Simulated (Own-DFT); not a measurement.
# Computed records: AlN (wurtzite, atoms displaced)

Computed with Own-DFT development build. A calculation, not a measurement: plane-wave PBE density functional theory by an unreviewed code, no spin, of a simulated periodic cell, stress positive in tension, free energy of the whole cell less one offset for each atom, forces on such cells passed a denser k mesh, this cell's mesh not checked; offsets are fitted by least squares, one for each functional and potential file, so energies compare only between cells with the same atoms and settings and are not formation energies; the far tail of each file's local potential was reset to the Coulomb form; each entry is a single point on an unrelaxed cell, so the pressure reflects the starting lattice, mostly measured values (interpolated for alloys), from which strain is counted, and rises with the displacements; printed positions are rounded, which can move forces by about a meV/angstrom; the program, named Own-DFT, is a retired in-house code; no spin-orbit coupling.

Common to all runs: functional PBE; potential files PseudoDojo norm-conserving, scalar-relativistic, standard set; wave cutoff 42 hartree; occupations Fermi-Dirac; smearing width 0.1 eV; hardware one NVIDIA H100; k mesh 2 x 2 x 2 centred on Gamma.

```json
{"entry": 1, "formula": "AlN", "kind": "wurtzite, atoms displaced", "structure": {"cell_angstrom": [[12.448, 0.0, 0.0], [-6.224, 10.7803, 0.0], [0.0, 0.0, 9.964]], "atoms_fractional": [["Al", 0.0863, 0.16762, 0.99935], ["Al", 0.1665, 0.08405, 0.25098], ["N", 0.08242, 0.16765, 0.19112], ["N", 0.16909, 0.08595, 0.44172], ["Al", 0.08206, 0.16541, 0.50252], ["Al", 0.16524, 0.08089, 0.74662], ["N", 0.0831, 0.1672, 0.69166], ["N", 0.16906, 0.08512, 0.94271], ["Al", 0.0828, 0.4177, 0.00044], ["Al", 0.16536, 0.33139, 0.24941], ["N", 0.08581, 0.41946, 0.19155], ["N", 0.16756, 0.33718, 0.43793], ["Al", 0.08562, 0.41705, 0.49856], ["Al", 0.16625, 0.33071, 0.75212], ["N", 0.08209, 0.4174, 0.69047], ["N", 0.16294, 0.33161, 0.94167], ["Al", 0.08369, 0.66637, 0.99846], ["Al", 0.16654, 0.58492, 0.25001], ["N", 0.08499, 0.66569, 0.19118], ["N", 0.16896, 0.58586, 0.44436], ["Al", 0.08276, 0.66548, 0.49872], ["Al", 0.16896, 0.58477, 0.74735], ["N", 0.08126, 0.66718, 0.69166], ["N", 0.1673, 0.58219, 0.94121], ["Al", 0.07952, 0.91702, 0.00011], ["Al", 0.16274, 0.83251, 0.25341], ["N", 0.08765, 0.92169, 0.18581], ["N", 0.16501, 0.83144, 0.43916], ["Al", 0.08445, 0.91618, 0.50047], ["Al", 0.17054, 0.83617, 0.74893], ["N", 0.07999, 0.91788, 0.69883], ["N", 0.16893, 0.83443, 0.94075], ["Al", 0.3342, 0.16869, 0.9988], ["Al", 0.41506, 0.08208, 0.24791], ["N", 0.33197, 0.16615, 0.18838], ["N", 0.41723, 0.08224, 0.4442], ["Al", 0.33335, 0.16639, 0.50268], ["Al", 0.41705, 0.0828, 0.75078], ["N", 0.33156, 0.16641, 0.69074], ["N", 0.41386, 0.08088, 0.93788], ["Al", 0.33402, 0.41761, 0.00028], ["Al", 0.41882, 0.332, 0.2556], ["N", 0.33069, 0.41478, 0.18887], ["N", 0.42212, 0.33672, 0.4417], ["Al", 0.33188, 0.41458, 0.50294], ["Al", 0.4156, 0.32929, 0.74731], ["N", 0.33302, 0.41581, 0.69275], ["N", 0.41832, 0.33358, 0.94076], ["Al", 0.33129, 0.66511, 0.00086], ["Al", 0.41831, 0.58199, 0.25099], ["N", 0.33415, 0.66553, 0.19184], ["N", 0.41784, 0.58257, 0.4402], ["Al", 0.3333, 0.66763, 0.50015], ["Al", 0.41492, 0.57953, 0.75024], ["N", 0.33343, 0.66679, 0.69104], ["N", 0.4172, 0.58265, 0.9402], ["Al", 0.33104, 0.91832, 0.99884], ["Al", 0.41637, 0.83343, 0.25194], ["N", 0.33143, 0.91471, 0.19312], ["N", 0.41618, 0.83275, 0.44246], ["Al", 0.33491, 0.91643, 0.49958], ["Al", 0.41174, 0.83038, 0.75176], ["N", 0.3313, 0.91353, 0.68629], ["N", 0.417, 0.83523, 0.93986], ["Al", 0.58538, 0.16905, 0.00312], ["Al", 0.66701, 0.08617, 0.25207], ["N", 0.58328, 0.16643, 0.19413], ["N", 0.66476, 0.08273, 0.43813], ["Al", 0.58264, 0.16494, 0.49737], ["Al", 0.66861, 0.08826, 0.75017], ["N", 0.57842, 0.16422, 0.68846], ["N", 0.67031, 0.08492, 0.93958], ["Al", 0.5847, 0.4188, 0.0015], ["Al", 0.66623, 0.33425, 0.253], ["N", 0.57953, 0.41517, 0.18783], ["N", 0.66653, 0.33294, 0.43632], ["Al", 0.58511, 0.41582, 0.49886], ["Al", 0.66454, 0.33008, 0.75151], ["N", 0.58316, 0.4185, 0.69407], ["N", 0.66853, 0.33705, 0.94097], ["Al", 0.58225, 0.6648, 0.99913], ["Al", 0.66581, 0.58223, 0.25158], ["N", 0.5827, 0.66629, 0.1905], ["N", 0.66733, 0.5826, 0.4411], ["Al", 0.5844, 0.6684, 0.50058], ["Al", 0.66882, 0.58337, 0.75255], ["N", 0.58602, 0.66615, 0.68968], ["N", 0.66879, 0.58414, 0.94221], ["Al", 0.58143, 0.91479, 0.00244], ["Al", 0.66686, 0.83485, 0.2529], ["N", 0.58093, 0.91527, 0.18903], ["N", 0.66652, 0.83423, 0.4412], ["Al", 0.58478, 0.91482, 0.5032], ["Al", 0.66726, 0.83218, 0.75299], ["N", 0.58334, 0.91561, 0.6913], ["N", 0.66871, 0.83595, 0.93992], ["Al", 0.83316, 0.16593, 0.00108], ["Al", 0.91998, 0.08275, 0.2506], ["N", 0.83098, 0.16916, 0.19317], ["N", 0.91765, 0.08516, 0.4416], ["Al", 0.83432, 0.16827, 0.49699], ["Al", 0.91803, 0.08311, 0.75031], ["N", 0.83348, 0.16499, 0.68648], ["N", 0.91737, 0.08163, 0.93812], ["Al", 0.83254, 0.41789, 0.99977], ["Al", 0.91611, 0.33323, 0.24943], ["N", 0.83695, 0.41791, 0.18902], ["N", 0.91659, 0.33042, 0.44113], ["Al", 0.83626, 0.41757, 0.50107], ["Al", 0.92283, 0.33757, 0.74964], ["N", 0.83449, 0.41723, 0.68898], ["N", 0.91775, 0.33255, 0.94285], ["Al", 0.83329, 0.66812, 0.99869], ["Al", 0.91777, 0.58266, 0.25226], ["N", 0.83375, 0.66737, 0.19122], ["N", 0.91246, 0.58215, 0.44053], ["Al", 0.83375, 0.67039, 0.4949], ["Al", 0.91827, 0.58316, 0.7466], ["N", 0.83206, 0.66325, 0.68868], ["N", 0.91529, 0.58414, 0.93784], ["Al", 0.83294, 0.91762, 0.00265], ["Al", 0.91548, 0.83328, 0.24929], ["N", 0.83157, 0.91508, 0.18759], ["N", 0.91426, 0.83224, 0.44338], ["Al", 0.83264, 0.92047, 0.49804], ["Al", 0.91495, 0.82777, 0.75048], ["N", 0.83351, 0.91462, 0.68984], ["N", 0.91638, 0.83304, 0.94249]]}, "results": {"free_energy_of_cell_above_offsets [eV]": "-62.132", "pressure [GPa]": 3.82, "stress_xx [GPa]": -3.38, "stress_yy [GPa]": -3.6, "stress_zz [GPa]": -4.48, "stress_yz [GPa]": -0.01, "stress_xz [GPa]": 0.12, "stress_xy [GPa]": -0.64, "force_element": ["Al", "Al", "N", "N", "Al", "Al", "N", "N", "Al", "Al", "N", "N", "Al", "Al", "N", "N", "Al", "Al", "N", "N", "Al", "Al", "N", "N", "Al", "Al", "N", "N", "Al", "Al", "N", "N", "Al", "Al", "N", "N", "Al", "Al", "N", "N", "Al", "Al", "N", "N", "Al", "Al", "N", "N", "Al", "Al", "N", "N", "Al", "Al", "N", "N", "Al", "Al", "N", "N", "Al", "Al", "N", "N", "Al", "Al", "N", "N", "Al", "Al", "N", "N", "Al", "Al", "N", "N", "Al", "Al", "N", "N", "Al", "Al", "N", "N", "Al", "Al", "N", "N", "Al", "Al", "N", "N", "Al", "Al", "N", "N", "Al", "Al", "N", "N", "Al", "Al", "N", "N", "Al", "Al", "N", "N", "Al", "Al", "N", "N", "Al", "Al", "N", "N", "Al", "Al", "N", "N", "Al", "Al", "N", "N", "Al", "Al", "N", "N"], "force_x [eV/angstrom]": [-0.544, 0.194, 0.424, -0.308, 0.078, -0.247, 0.325, -0.3, 0.177, -0.05, -0.346, 0.595, -0.608, -0.443, 1.286, 0.651, -0.198, 0.81, -0.828, -0.417, -0.378, -0.554, 0.884, -0.329, 1.135, 0.646, -0.803, -0.061, -0.544, -0.963, 1.121, -0.835, 0.097, -0.084, 0.317, -0.633, 0.525, -0.487, 0.328, 0.544, -0.049, -1.029, 0.717, -0.841, 0.238, -0.023, -0.107, -0.238, 0.452, -0.554, -0.145, -0.267, 0.652, 0.373, 0.295, -0.321, 0.71, -0.027, -0.166, 0.372, -0.252, 1.089, 0.078, -0.334, -0.047, 0.108, -0.448, 0.552, 0.007, 0.33, 0.732, -0.918, -0.262, 0.314, 0.875, 0.385, 0.187, 0.028, 0.451, -0.096, 0.164, -0.037, 0.341, -0.321, 0.195, -0.267, -0.591, -0.413, 0.173, -0.336, 0.338, 0.305, -0.832, -0.157, -0.345, -0.207, 0.431, -1.239, 1.108, 0.188, -0.398, -0.564, -0.004, -0.036, 0.677, 0.488, -0.954, -0.07, -0.454, -1.118, -0.101, -0.478, 0.377, -0.247, 0.166, 0.909, -0.037, -0.666, 0.17, 0.442, 0.12, 0.429, 0.145, 0.36, 0.45, -0.73, 0.038, -0.411], "force_y [eV/angstrom]": [-0.35, 0.321, -0.392, -0.534, 0.76, 0.774, -0.161, -0.264, -0.231, 0.837, -0.504, -1.119, 0.16, 0.595, 0.233, 0.523, 0.103, -0.235, 0.406, -0.484, -0.01, -0.222, 0.338, 0.237, 0.227, 0.17, -0.946, 0.353, 0.057, -0.598, -0.687, -0.276, -0.187, -0.074, 0.182, 0.154, 0.275, -0.486, -0.566, 0.941, -0.556, 0.026, -0.024, -0.927, 0.605, 0.989, -0.559, 0.162, 0.505, -0.178, 0.183, 0.04, -0.163, 0.934, -0.367, 0.1, -0.47, -0.284, 0.198, 0.128, -0.169, 0.678, 0.718, -0.484, -0.399, -0.904, 0.31, -0.179, 0.312, -1.089, 0.601, -0.135, -0.263, 0.169, 0.313, -0.024, 0.62, 0.769, -0.775, -0.821, 0.685, 0.152, 0.223, 0.165, -0.57, -0.067, -0.134, 0.029, 0.472, -0.417, 0.536, -0.035, 0.498, 0.311, 0.217, -0.739, 0.136, 0.166, -0.759, -0.201, -0.597, -0.52, 0.701, 0.448, 0.107, 0.385, -0.122, 1.127, -0.48, -1.208, -0.559, 0.243, -0.21, 0.119, -0.241, 0.313, -1.138, -0.133, 0.392, 0.013, -0.163, 0.136, 0.497, 1.297, -0.648, 0.446, 0.212, 0.005], "force_z [eV/angstrom]": [0.009, -0.361, -0.072, 0.101, -0.337, 1.149, -0.247, -0.667, 0.275, -0.203, 0.091, 0.641, 0.167, -0.041, -0.249, -0.083, -0.018, 0.267, -0.051, -0.538, 0.383, 0.367, -0.417, -0.454, -0.671, -1.114, 1.302, 0.719, 0.463, 0.424, -1.509, -0.17, 0.065, 0.489, 0.682, -0.719, -0.492, -0.444, -0.032, 0.594, -0.098, -1.195, 0.578, 0.502, -0.518, 0.76, -0.215, -0.342, 0.09, -0.202, 0.03, 0.527, -0.036, -0.159, -0.052, -0.021, 0.692, -0.238, -0.228, -0.155, -0.394, -0.303, 0.608, 0.358, -0.438, -0.481, -0.486, 0.709, 0.134, -0.272, 0.153, 0.391, -0.55, -1.203, 0.828, 1.224, 0.819, -0.407, -0.625, 0.139, 0.135, -0.353, 0.123, -0.194, 0.006, -0.398, 0.482, -0.044, -0.782, -0.745, 0.725, -0.199, -0.088, -0.592, 0.365, 0.615, -0.043, -0.239, -0.26, -0.469, 0.361, -0.252, 0.53, 0.812, -0.157, 0.034, 0.385, -0.284, -0.336, 0.228, 0.401, -0.426, 0.418, -0.618, 0.072, 0.08, 0.975, 0.407, -0.095, 0.281, -1.043, -0.051, 1.186, -0.846, 0.83, 0.043, 0.011, -0.211], "wall_time [s]": 348.2}}
{"entry": 2, "formula": "AlN", "kind": "wurtzite, atoms displaced", "structure": {"cell_angstrom": [[12.448, 0.0, 0.0], [-6.224, 10.7803, 0.0], [0.0, 0.0, 9.964]], "atoms_fractional": [["Al", 0.08472, 0.16524, 0.00261], ["Al", 0.1705, 0.08533, 0.25231], ["N", 0.08347, 0.16801, 0.19216], ["N", 0.16677, 0.08466, 0.44169], ["Al", 0.08039, 0.16681, 0.50281], ["Al", 0.16638, 0.08361, 0.7459], ["N", 0.08292, 0.16546, 0.69176], ["N", 0.16775, 0.08581, 0.94416], ["Al", 0.08237, 0.41584, 0.998], ["Al", 0.16681, 0.3317, 0.25026], ["N", 0.08355, 0.41696, 0.19124], ["N", 0.16913, 0.33288, 0.44075], ["Al", 0.08461, 0.41713, 0.4987], ["Al", 0.16731, 0.33419, 0.74999], ["N", 0.0844, 0.41719, 0.6896], ["N", 0.16871, 0.33358, 0.94375], ["Al", 0.08326, 0.66622, 0.99971], ["Al", 0.16472, 0.57778, 0.25076], ["N", 0.08521, 0.66988, 0.19234], ["N", 0.16657, 0.58282, 0.43607], ["Al", 0.08194, 0.66511, 0.49998], ["Al", 0.16757, 0.58548, 0.75101], ["N", 0.08488, 0.66887, 0.69019], ["N", 0.1642, 0.58301, 0.94427], ["Al", 0.08088, 0.91666, 0.00116], ["Al", 0.16638, 0.83459, 0.24966], ["N", 0.08163, 0.91425, 0.18879], ["N", 0.16771, 0.83487, 0.441], ["Al", 0.08403, 0.91652, 0.49976], ["Al", 0.1689, 0.83539, 0.75242], ["N", 0.08401, 0.91919, 0.69039], ["N", 0.16533, 0.83333, 0.94008], ["Al", 0.33178, 0.16559, 0.00079], ["Al", 0.4154, 0.08098, 0.25083], ["N", 0.33385, 0.16559, 0.18891], ["N", 0.41739, 0.08298, 0.43864], ["Al", 0.3297, 0.1647, 0.49494], ["Al", 0.41508, 0.0827, 0.74913], ["N", 0.33185, 0.16175, 0.69056], ["N", 0.42046, 0.08364, 0.93967], ["Al", 0.33433, 0.41726, 0.00223], ["Al", 0.41494, 0.33289, 0.25041], ["N", 0.33171, 0.41431, 0.18952], ["N", 0.41633, 0.33285, 0.44271], ["Al", 0.33557, 0.41718, 0.50138], ["Al", 0.41668, 0.3325, 0.75429], ["N", 0.3322, 0.41286, 0.68868], ["N", 0.41373, 0.32993, 0.93589], ["Al", 0.33038, 0.6655, 0.99915], ["Al", 0.41561, 0.58408, 0.24763], ["N", 0.33085, 0.66613, 0.18919], ["N", 0.41276, 0.58041, 0.44075], ["Al", 0.33451, 0.67035, 0.4993], ["Al", 0.41598, 0.5841, 0.74753], ["N", 0.33326, 0.66526, 0.69191], ["N", 0.41415, 0.58179, 0.94032], ["Al", 0.3338, 0.91458, 0.99801], ["Al", 0.41636, 0.83259, 0.24923], ["N", 0.33162, 0.91461, 0.18769], ["N", 0.41663, 0.83079, 0.44071], ["Al", 0.33406, 0.91884, 0.49787], ["Al", 0.41862, 0.83714, 0.75045], ["N", 0.33597, 0.91904, 0.69246], ["N", 0.4177, 0.83319, 0.94248], ["Al", 0.58331, 0.1692, 0.99877], ["Al", 0.66816, 0.08411, 0.24874], ["N", 0.58394, 0.163, 0.19228], ["N", 0.66739, 0.08378, 0.44289], ["Al", 0.58146, 0.16626, 0.50125], ["Al", 0.66765, 0.08708, 0.75197], ["N", 0.57971, 0.1632, 0.69115], ["N", 0.66581, 0.08392, 0.94165], ["Al", 0.58304, 0.41429, 0.00155], ["Al", 0.66554, 0.33133, 0.24914], ["N", 0.58248, 0.41715, 0.18987], ["N", 0.66914, 0.33681, 0.44042], ["Al", 0.58334, 0.42025, 0.50066], ["Al", 0.66745, 0.33388, 0.74963], ["N", 0.58345, 0.4189, 0.6915], ["N", 0.66668, 0.33385, 0.94257], ["Al", 0.58503, 0.66781, 0.00112], ["Al", 0.66865, 0.58367, 0.24724], ["N", 0.58372, 0.66968, 0.18825], ["N", 0.66449, 0.58227, 0.44119], ["Al", 0.58225, 0.66428, 0.49843], ["Al", 0.669, 0.58501, 0.75358], ["N", 0.58093, 0.66513, 0.68787], ["N", 0.66935, 0.58394, 0.93989], ["Al", 0.58272, 0.91666, 0.00056], ["Al", 0.66578, 0.83115, 0.24772], ["N", 0.5857, 0.91983, 0.19315], ["N", 0.66846, 0.83536, 0.44131], ["Al", 0.5865, 0.91822, 0.50076], ["Al", 0.66601, 0.83303, 0.74939], ["N", 0.58347, 0.91779, 0.68895], ["N", 0.66678, 0.83126, 0.93852], ["Al", 0.83079, 0.16214, 0.99775], ["Al", 0.91798, 0.08428, 0.25408], ["N", 0.83145, 0.16614, 0.19214], ["N", 0.91594, 0.08452, 0.44199], ["Al", 0.83275, 0.16733, 0.50026], ["Al", 0.91545, 0.08454, 0.74771], ["N", 0.83631, 0.1692, 0.69012], ["N", 0.91806, 0.08497, 0.94182], ["Al", 0.83416, 0.41668, 0.00058], ["Al", 0.91647, 0.33157, 0.24817], ["N", 0.83466, 0.41819, 0.19169], ["N", 0.91352, 0.33408, 0.44157], ["Al", 0.83338, 0.41698, 0.50207], ["Al", 0.91472, 0.33064, 0.74955], ["N", 0.8331, 0.41452, 0.6957], ["N", 0.91682, 0.33299, 0.94088], ["Al", 0.83434, 0.66384, 0.00114], ["Al", 0.91743, 0.58312, 0.25003], ["N", 0.835, 0.66751, 0.18966], ["N", 0.92005, 0.58545, 0.43851], ["Al", 0.83729, 0.66917, 0.49896], ["Al", 0.91561, 0.58394, 0.75177], ["N", 0.8343, 0.66813, 0.69194], ["N", 0.91663, 0.57943, 0.93998], ["Al", 0.83188, 0.91912, 0.99611], ["Al", 0.91749, 0.83402, 0.24942], ["N", 0.83, 0.91649, 0.19176], ["N", 0.9176, 0.83225, 0.44014], ["Al", 0.8341, 0.9191, 0.50186], ["Al", 0.91421, 0.82814, 0.74962], ["N", 0.83291, 0.91518, 0.69494], ["N", 0.91519, 0.83196, 0.94045]]}, "results": {"free_energy_of_cell_above_offsets [eV]": "-62.444", "pressure [GPa]": 3.75, "stress_xx [GPa]": -3.62, "stress_yy [GPa]": -3.78, "stress_zz [GPa]": -3.86, "stress_yz [GPa]": 0.02, "stress_xz [GPa]": -0.05, "stress_xy [GPa]": -0.2, "force_element": ["Al", "Al", "N", "N", "Al", "Al", "N", "N", "Al", "Al", "N", "N", "Al", "Al", "N", "N", "Al", "Al", "N", "N", "Al", "Al", "N", "N", "Al", "Al", "N", "N", "Al", "Al", "N", "N", "Al", "Al", "N", "N", "Al", "Al", "N", "N", "Al", "Al", "N", "N", "Al", "Al", "N", "N", "Al", "Al", "N", "N", "Al", "Al", "N", "N", "Al", "Al", "N", "N", "Al", "Al", "N", "N", "Al", "Al", "N", "N", "Al", "Al", "N", "N", "Al", "Al", "N", "N", "Al", "Al", "N", "N", "Al", "Al", "N", "N", "Al", "Al", "N", "N", "Al", "Al", "N", "N", "Al", "Al", "N", "N", "Al", "Al", "N", "N", "Al", "Al", "N", "N", "Al", "Al", "N", "N", "Al", "Al", "N", "N", "Al", "Al", "N", "N", "Al", "Al", "N", "N", "Al", "Al", "N", "N", "Al", "Al", "N", "N"], "force_x [eV/angstrom]": [-0.529, -0.844, 0.331, -0.518, 0.655, 0.117, -0.428, 0.061, 0.287, -0.306, 0.092, -0.543, -0.117, 0.114, -0.306, -0.426, -0.281, -0.462, 0.033, -0.011, 0.674, -0.061, -0.273, 0.33, 0.285, 0.266, 0.001, 0.042, -0.058, -0.355, 0.011, 0.176, 0.614, 0.449, 0.1, -0.436, 0.854, 0.185, -0.319, -0.962, -0.033, 0.351, 0.256, 0.185, -0.434, -0.049, 0.009, 0.427, 0.429, -0.007, 0.403, 0.426, -0.039, 0.331, -0.466, 0.498, -0.433, -0.023, 0.138, -0.162, 0.34, 0.246, -0.299, -0.07, 0.353, -0.043, -0.844, -0.282, 0.489, 0.172, 0.325, 0.111, -0.576, 0.195, 0.061, -0.522, 0.383, -0.605, 0.356, 0.225, -0.317, -0.414, 0.24, 0.758, -0.433, -0.669, 0.516, -0.389, 0.294, -0.279, -0.187, 0.101, -0.474, -0.219, 0.279, -0.627, 0.087, -0.422, 0.766, 0.164, -0.23, 0.698, -0.634, 0.008, 0.096, -0.292, -0.163, 0.97, -0.124, 0.648, -0.252, -0.144, -0.08, 0.251, -0.114, -0.677, -0.573, 0.654, 0.113, -0.283, 0.695, -0.468, 0.878, -0.374, 0.208, 0.225, -0.043, -0.031], "force_y [eV/angstrom]": [0.578, -0.592, -0.634, -0.442, 0.316, -0.002, 0.323, -0.819, -0.17, 0.406, -0.828, -0.096, -0.109, -0.189, 0.049, -0.136, 0.278, 1.347, -0.812, 0.134, 0.553, -0.442, -0.252, -0.053, 0.101, -0.316, 0.929, -0.152, 0.082, 0.059, -0.828, 0.052, -0.156, 0.012, 0.269, 0.169, 0.497, 0.113, 0.958, -0.206, -0.247, 0.072, 0.484, -0.101, -0.354, -0.303, 0.598, 0.568, 0.033, -0.249, -0.058, 0.718, -1.186, -0.737, 0.809, 0.387, 0.513, 0.083, 0.332, 1.175, -0.635, -0.682, -0.554, -0.229, -0.516, -0.199, 0.725, 0.126, 0.431, -0.713, 0.997, -0.152, 0.359, 0.211, -0.291, -0.517, -0.844, -0.274, -0.256, 0.049, -0.483, 0.127, -1.02, 0.695, 0.596, -0.212, 0.248, -0.358, -0.046, 0.908, -0.865, -0.616, -0.24, -0.253, 0.288, 0.513, 1.015, -0.281, 0.015, -0.047, 0.258, -0.377, -0.689, -0.159, -0.413, 0.361, -0.412, -0.119, 0.287, 0.95, 0.565, -0.505, 0.532, 0.296, -0.231, -0.491, -0.693, -0.2, -0.867, 0.731, -0.533, 0.027, 0.299, 0.687, -0.692, 1.586, 0.304, -0.048], "force_z [eV/angstrom]": [-0.219, -0.548, 0.212, -0.235, -0.293, 0.949, -0.067, -0.712, 0.362, 0.075, -0.261, 0.05, -0.042, 0.256, 0.274, -0.428, 0.525, -0.512, -0.305, 1.113, -0.233, -0.031, 0.198, -0.754, -0.512, 0.019, 0.599, -0.024, 0.162, -0.606, 0.049, 0.235, -0.537, -0.674, 0.603, 0.163, 1.11, 0.424, -0.464, 0.226, -0.668, 0.162, 0.361, -0.561, -0.14, -1.576, 0.574, 1.737, 0.085, 0.236, 0.121, -0.336, 0.186, 0.327, -0.177, 0.062, 0.124, -0.025, 0.459, -0.113, 0.438, -0.075, -0.494, -0.395, 0.523, 0.753, -0.354, -0.247, -0.319, -0.455, -0.005, -0.21, -0.585, 0.192, 0.175, 0.272, 0.111, 0.053, 0.173, -0.295, -0.696, 0.375, 0.434, -0.563, -0.006, -0.774, 0.492, 0.723, 0.155, 0.707, -0.494, -0.148, -0.349, -0.315, 0.637, 0.255, 0.665, -0.789, -0.392, 0.311, -0.18, 0.621, 0.069, -0.464, 0.105, 0.321, -0.237, -0.154, -0.103, 0.315, -0.72, -0.009, -0.242, -0.195, 0.295, 0.649, 0.037, -0.281, -0.556, 0.189, 0.575, -0.157, -0.347, 0.11, -0.041, 0.389, -0.593, 0.137], "wall_time [s]": 355.0}}
```
